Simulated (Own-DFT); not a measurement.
# Which defects push the lattice out? zincblende GaAs

No measurement is shown. These are fixed-geometry runs of a retired plane-wave code named Own-DFT, which no person has reviewed; spin and spin-orbit coupling are neglected.

All runs used: PBE; PseudoDojo norm-conserving scalar-relativistic files; cutoff 42 hartree; 3 x 3 x 3 k mesh centred on Gamma; Fermi-Dirac smearing of 0.1 eV.

Keep in mind (not all hold for every row): not probed for a lower state with spin; forces on such cells failed a check on a denser k mesh; forces not confirmed at this smearing and k mesh; forces on such cells passed a denser k mesh, each cell not checked; stress not checked against mesh or cutoff.

All runs share one cell, with vectors in Å (11.307, 0.000, 0.000); (0.000, 11.307, 0.000); (0.000, 0.000, 11.307) and a volume of 1445.4 Å³. The atoms are randomly displaced, by u rms on each axis. The defect's site can differ from row to row.

```
cell,formula,u (Å),P (GPa)
no defect,As32Ga32,0.0209,3.53
no defect,As32Ga32,0.0485,3.92
no defect,As32Ga32,0.0488,3.96
one P on an As site,As31Ga32P,0.0277,3.32
one P on an As site,As31Ga32P,0.0294,3.33
one P on an As site,As31Ga32P,0.0315,3.32
two Ga vacancies,As32Ga30,0.0300,3.01
two Ga vacancies,As32Ga30,0.0303,2.85
two Ga vacancies,As32Ga30,0.0317,2.94
one In on a Ga site,As32Ga31In,0.0297,4.24
one In on a Ga site,As32Ga31In,0.0317,?
one In on a Ga site,As32Ga31In,0.0479,4.54
one In on a Ga site,As32Ga31In,0.0492,4.73
one As on a Ga site,As33Ga31,0.0270,4.22
one As on a Ga site,As33Ga31,0.0293,4.25
one As on a Ga site,As33Ga31,0.0442,4.45
```

## Fit

P = P0 + c u² + a shift for each defect gives P0 = 3.42 GPa, c = 226 ± 28 GPa/Å² and a scatter of 0.06 GPa. The shifts, and each times the cell's volume:

- one In on a Ga site: 0.67 ± 0.05 GPa, 6.0 eV
- one As on a Ga site: 0.62 ± 0.05 GPa, 5.6 eV
- one P on an As site: -0.29 ± 0.06 GPa, -2.6 eV
- two Ga vacancies: -0.69 ± 0.05 GPa, -6.2 eV (-3.1 eV for each of its 2 sites)

A positive shift means that the defect pushes the cell outwards. Shift times volume (160.2 GPa Å³ is 1 eV) depends little on the cell's size, so, taken for each site, it can be compared between cells at like pressure. The atoms around the defects weren't relaxed, which would change these numbers.

## Prediction

Q: what pressure belongs in the blank (one In on a Ga site, u = 0.0317 Å)?

From the fit: 4.31 ± 0.07 GPa. The calculation gave 4.32 GPa.
